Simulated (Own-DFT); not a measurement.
# One trend across several semiconductors

Source: density functional calculations with Own-DFT, an unreviewed in-house program that is no longer used. Nothing was measured or relaxed, and spin and spin-orbit coupling are left out.

Caveats (not all hold for every row): forces on such cells moved up to 12 meV/angstrom on a denser k mesh; k mesh not checked against a denser one; forces on such cells passed a denser k mesh, each cell not checked; stress not checked against mesh or cutoff.

All runs are PBE with PseudoDojo norm-conserving files; cutoff and k mesh are each material's own. Every cell starts from measured lattice constants and was given uniform random strains and small random moves of its atoms. Each triple is the change of volume in per cent, the rms move u in Å and the pressure in GPa.

- 3C SiC (C32Si32), 10.36 Å³/atom unstrained: (-3.35, 0.049, 14.11); (-3.13, 0.052, 13.69); (-2.69, 0.053, 12.63); (-1.84, 0.053, 11.04); (-1.44, 0.050, 8.79); (-0.50, 0.049, 6.65); (2.75, 0.054, 0.10)
- wurtzite GaN (Ga48N48), 11.42 Å³/atom unstrained: (-2.44, 0.051, 12.34); (-1.82, 0.049, 11.08); (-1.76, 0.048, 11.04); (-1.59, 0.049, 10.46); (0.28, 0.049, 6.61); (0.92, 0.049, 5.49); (1.12, 0.051, 5.00)
- diamond silicon (Si64), 20.02 Å³/atom unstrained: withheld
- zincblende GaP (Ga32P32), 20.24 Å³/atom unstrained: (-3.00, 0.051, 6.38); (-1.60, 0.049, 4.79); (-1.29, 0.048, 4.89); (-1.01, 0.052, 4.59); (0.53, 0.050, 3.04); (0.91, 0.050, 2.57); (2.46, 0.051, 1.38)
- zincblende InP (In32P32), 25.27 Å³/atom unstrained: (-3.68, 0.048, 6.77); (-1.36, 0.050, 4.70); (-0.61, 0.051, 4.19); (0.47, 0.052, 3.60); (0.68, 0.051, 3.30); (1.14, 0.049, 2.82); (2.17, 0.048, 2.10)
- grey tin (Sn64), 34.15 Å³/atom unstrained: (-1.88, 0.052, 4.99); (-0.58, 0.044, 4.01); (-0.43, 0.052, 3.87); (0.61, 0.054, 3.49); (1.22, 0.052, 3.15); (1.26, 0.047, 3.00); (1.82, 0.050, 2.83)

## Fit

Fit a line to each set against the fractional change of volume; B is minus its slope, and u is nearly the same within a set. To take it to zero pressure, assume that B rises by 4 GPa for each GPa: B0 = B - 4 x (mean pressure). The bond length of an ideal tetrahedral crystal with the unstrained volume v is d = (√3/4)(8 v)^(1/3). Cohen's empirical rule reads B0 = (1971 - 220 L) d^(-3.5) GPa, with L = 0 for group IV crystals and SiC and 1 for III-V compounds.

```
                material  L  d (Å)   B (GPa)  mean P (GPa)  B0 (GPa)  rule (GPa)
        3C SiC (C32Si32)  0  1.888  234 ± 11           9.6  196 ± 11         213
  wurtzite GaN (Ga48N48)  1  1.950   206 ± 3           8.9   171 ± 3         169
  diamond silicon (Si64)  0  2.352         ?             ?         ?          99
zincblende GaP (Ga32P32)  1  2.360    92 ± 4           3.9    76 ± 4          87
zincblende InP (In32P32)  1  2.541    79 ± 3           3.9    63 ± 3          67
         grey tin (Sn64)  0  2.810    56 ± 4           3.6    42 ± 4          53
```

A line through ln[B0/(1971 - 220 L)] against ln d has a slope of -3.9 ± 0.2 and a scatter of 7 %. Against the rule, B0 stands at 92 % for 3C SiC, 101 % for wurtzite GaN, 88 % for zincblende GaP, 94 % for zincblende InP, 79 % for grey tin. PBE tends to make silicon and heavier crystals too soft, and the rule itself is only a guide.

## Prediction

The question: what B0 does the fitted trend give for diamond silicon (Si64)?

From the line: 88 GPa. Its own runs give B = 96 ± 4 GPa at a mean pressure of 2.2 GPa, so B0 = 87 GPa.
